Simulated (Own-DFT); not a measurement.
TiSi2 (C49 TiSi2 crystal, atoms displaced) (calculated)

Computed with Own-DFT development build. A calculation, not a measurement: plane-wave density functional theory by an unreviewed code, no spin, of a simulated periodic cell, stress positive in tension, run twice, with PBE and with PBEsol, both on files made for PBE, so the change isn't that of files made for PBEsol, forces on such cells moved up to 12 meV/angstrom on a denser k mesh; the far tail of each file's local potential was reset to the Coulomb form; each entry is a single point on an unrelaxed cell, so the pressure reflects the starting lattice, taken from the Materials Project, from which strain is counted, and rises with the displacements; printed positions are rounded, which can move forces by about a meV/angstrom; the program, named Own-DFT, is a retired in-house code; no spin-orbit coupling; stress was not checked against mesh or cutoff.

```yaml
- formula: TiSi2
  kind: "C49 TiSi2 crystal, atoms displaced"
  structure:
    cell_angstrom:
      - [5.2953, -6.7593, 3.5652]
      - [7.0604, 0.0, -7.1303]
      - [5.2953, 6.7593, 3.5652]
    atoms_fractional:
      - [Ti, 0.94456, 0.9006, 0.17879]
      - [Ti, 0.86969, 0.87963, 0.67633]
      - [Si, 0.57691, 0.92938, 0.52384]
      - [Si, 0.18079, 0.88216, 0.31163]
      - [Si, 0.90018, 0.02008, 0.40249]
      - [Si, 0.88425, 0.81257, 0.38136]
      - [Ti, 0.97402, 0.44975, 0.12479]
      - [Ti, 0.82094, 0.35717, 0.64536]
      - [Si, 0.59535, 0.4195, 0.51614]
      - [Si, 0.19484, 0.37918, 0.32209]
      - [Si, 0.89408, 0.52585, 0.41291]
      - [Si, 0.88395, 0.27876, 0.41416]
      - [Ti, 0.71492, 0.70324, 0.93567]
      - [Ti, 0.65451, 0.68565, 0.44189]
      - [Si, 0.40246, 0.73138, 0.28195]
      - [Si, 0.99502, 0.69491, 0.08747]
      - [Si, 0.72558, 0.80886, 0.19179]
      - [Si, 0.71153, 0.58126, 0.21167]
      - [Ti, 0.53542, 0.02767, 0.76523]
      - [Ti, 0.45948, 0.97524, 0.23693]
      - [Si, 0.23841, 0.01473, 0.10978]
      - [Si, 0.78605, 0.98953, 0.88641]
      - [Si, 0.50639, 0.13035, 0.97785]
      - [Si, 0.50842, 0.8644, 0.99596]
      - [Ti, 0.74194, 0.22584, 0.96636]
      - [Ti, 0.67116, 0.17997, 0.47065]
      - [Si, 0.40978, 0.243, 0.30476]
      - [Si, 0.01153, 0.15747, 0.12197]
      - [Si, 0.67958, 0.31688, 0.19311]
      - [Si, 0.69646, 0.05776, 0.21068]
      - [Ti, 0.55805, 0.52754, 0.76799]
      - [Ti, 0.45941, 0.4613, 0.23593]
      - [Si, 0.19557, 0.50765, 0.09869]
      - [Si, 0.79619, 0.47265, 0.92664]
      - [Si, 0.48485, 0.63156, 0.00563]
      - [Si, 0.53329, 0.35991, 0.0285]
      - [Ti, 0.38308, 0.79644, 0.55711]
      - [Ti, 0.25661, 0.75812, 0.05856]
      - [Si, 0.00578, 0.80811, 0.90653]
      - [Si, 0.60006, 0.79497, 0.70235]
      - [Si, 0.28297, 0.93567, 0.7763]
      - [Si, 0.26035, 0.71199, 0.79606]
      - [Ti, 0.37445, 0.31269, 0.52874]
      - [Ti, 0.25744, 0.27522, 0.04384]
      - [Si, 0.00713, 0.34385, 0.90326]
      - [Si, 0.59857, 0.27515, 0.70614]
      - [Si, 0.30703, 0.41485, 0.81735]
      - [Si, 0.28149, 0.15741, 0.79832]
      - [Ti, 0.1336, 0.63871, 0.34127]
      - [Ti, 0.0486, 0.58124, 0.84821]
      - [Si, 0.79087, 0.62552, 0.69291]
      - [Si, 0.39239, 0.6014, 0.48491]
      - [Si, 0.10324, 0.7103, 0.57776]
      - [Si, 0.07315, 0.44279, 0.59492]
      - [Ti, 0.17887, 0.12661, 0.39854]
      - [Ti, 0.02534, 0.09655, 0.83791]
      - [Si, 0.81895, 0.13372, 0.68925]
      - [Si, 0.41661, 0.07184, 0.50125]
      - [Si, 0.11909, 0.19441, 0.60075]
      - [Si, 0.10236, 0.9842, 0.60514]
  settings:
    functional: "PBE, then PBEsol"
    potential_files: "PseudoDojo norm-conserving, scalar-relativistic, standard set"
    "wave_cutoff [hartree]": 42.0
    occupations: "cold (Marzari-Vanderbilt)"
    "smearing_width [eV]": 0.2
    k_mesh: "4 x 4 x 4 centred on Gamma"
  results:
    "PBE_pressure [GPa]": 15.82
    "PBE_stress_xx [GPa]": -15.1
    "PBE_stress_yy [GPa]": -14.77
    "PBE_stress_zz [GPa]": -17.6
    "PBE_stress_yz [GPa]": -2.29
    "PBE_stress_xz [GPa]": -0.93
    "PBE_stress_xy [GPa]": -0.38
    "PBEsol_pressure [GPa]": 12.51
    "PBEsol_stress_xx [GPa]": -11.65
    "PBEsol_stress_yy [GPa]": -11.19
    "PBEsol_stress_zz [GPa]": -14.69
    "PBEsol_stress_yz [GPa]": -2.34
    "PBEsol_stress_xz [GPa]": -0.94
    "PBEsol_stress_xy [GPa]": -0.37
    force_element: [Ti, Ti, Si, Si, Si, Si, Ti, Ti, Si, Si, Si, Si, Ti, Ti, Si, Si, Si, Si, Ti, Ti, Si, Si, Si, Si, Ti, Ti, Si, Si, Si, Si, Ti, Ti, Si, Si, Si, Si, Ti, Ti, Si, Si, Si, Si, Ti, Ti, Si, Si, Si, Si, Ti, Ti, Si, Si, Si, Si, Ti, Ti, Si, Si, Si, Si]
    "PBE_force_x [eV/angstrom]": [1.662, -3.062, 0.633, 1.343, 2.899, -0.897, -1.679, 6.185, -0.148, -0.63, -0.522, 0.133, 4.879, -0.205, 0.62, -0.964, -1.848, -2.195, -1.201, 1.556, -2.0, 0.75, 0.413, 0.536, 0.308, -3.874, -3.037, 0.35, 6.153, 0.51, -1.346, 2.9, 3.18, -1.983, -1.343, -5.917, 0.991, 0.067, 1.288, -0.361, 1.681, -0.837, 2.013, -0.478, -2.249, -0.461, 0.08, 3.509, -0.639, -0.88, 0.393, -3.449, 0.653, 2.687, -6.083, 2.03, -2.268, 0.405, 3.647, -3.898]
    "PBE_force_y [eV/angstrom]": [-5.926, -1.205, -9.359, 0.167, 0.361, 4.451, 6.1, -2.228, -2.116, 0.744, -0.417, -2.571, -0.997, 0.448, -1.316, 5.296, 1.678, -0.278, -2.054, 0.843, -0.09, 1.716, 2.395, 0.987, -2.626, -0.114, -2.322, 0.2, 0.114, -0.679, 0.348, 1.732, -2.941, 0.345, -0.431, -0.113, 3.655, 0.069, -4.472, 2.857, 0.229, -1.274, 5.372, 0.468, -1.17, 3.275, -0.942, -0.01, -0.54, -0.993, -1.318, 0.71, 1.651, -0.531, -3.877, -0.271, -0.006, 3.478, 2.84, 0.66]
    "PBE_force_z [eV/angstrom]": [-5.833, -1.493, 2.309, 1.434, -1.791, 6.572, 2.118, -0.9, -3.994, -0.838, -0.821, 0.076, 0.525, 0.591, 0.024, 6.802, -2.244, 0.616, -0.405, 1.784, -3.076, 2.509, 0.651, -0.962, 1.207, -1.049, 1.853, -1.039, 6.202, -0.831, -0.864, -1.998, -0.743, -0.857, 0.852, -7.14, -5.802, -2.279, -6.774, 5.55, 2.657, 2.759, -0.6, 1.449, 1.665, 1.65, -0.921, -0.531, 1.232, -0.385, 1.108, 5.485, 0.203, 0.41, -2.844, 3.478, 0.974, -5.295, -3.744, 1.311]
    "PBEsol_force_x [eV/angstrom]": [1.659, -3.027, 0.604, 1.305, 2.937, -0.932, -1.669, 6.104, -0.16, -0.621, -0.493, 0.129, 4.832, -0.219, 0.618, -0.933, -1.833, -2.237, -1.217, 1.536, -1.959, 0.737, 0.402, 0.538, 0.293, -3.812, -2.996, 0.331, 6.181, 0.484, -1.304, 2.866, 3.135, -1.961, -1.36, -5.934, 1.021, 0.058, 1.257, -0.35, 1.731, -0.848, 1.953, -0.472, -2.204, -0.462, 0.102, 3.545, -0.644, -0.828, 0.382, -3.409, 0.626, 2.706, -6.011, 1.985, -2.237, 0.414, 3.607, -3.948]
    "PBEsol_force_y [eV/angstrom]": [-5.874, -1.157, -9.438, 0.236, 0.356, 4.404, 5.995, -2.202, -2.174, 0.79, -0.402, -2.505, -1.015, 0.483, -1.384, 5.38, 1.648, -0.271, -2.077, 0.879, -0.178, 1.746, 2.361, 0.969, -2.613, -0.065, -2.346, 0.234, 0.132, -0.673, 0.274, 1.738, -2.968, 0.407, -0.425, -0.119, 3.581, 0.098, -4.567, 2.953, 0.195, -1.243, 5.279, 0.495, -1.207, 3.295, -0.915, 0.007, -0.571, -0.916, -1.326, 0.77, 1.628, -0.505, -3.864, -0.294, -0.083, 3.577, 2.799, 0.669]
    "PBEsol_force_z [eV/angstrom]": [-5.765, -1.505, 2.34, 1.442, -1.811, 6.602, 2.081, -0.885, -3.976, -0.82, -0.872, 0.099, 0.531, 0.575, -0.018, 6.885, -2.264, 0.611, -0.399, 1.783, -3.048, 2.504, 0.66, -0.984, 1.169, -1.066, 1.838, -1.056, 6.221, -0.833, -0.848, -1.971, -0.772, -0.888, 0.873, -7.187, -5.794, -2.265, -6.825, 5.59, 2.686, 2.808, -0.569, 1.426, 1.683, 1.679, -0.918, -0.522, 1.199, -0.372, 1.125, 5.477, 0.187, 0.425, -2.807, 3.438, 0.943, -5.379, -3.758, 1.293]
    "rms_change_of_force_components_from_PBE_to_PBEsol [eV/angstrom]": 0.039
```
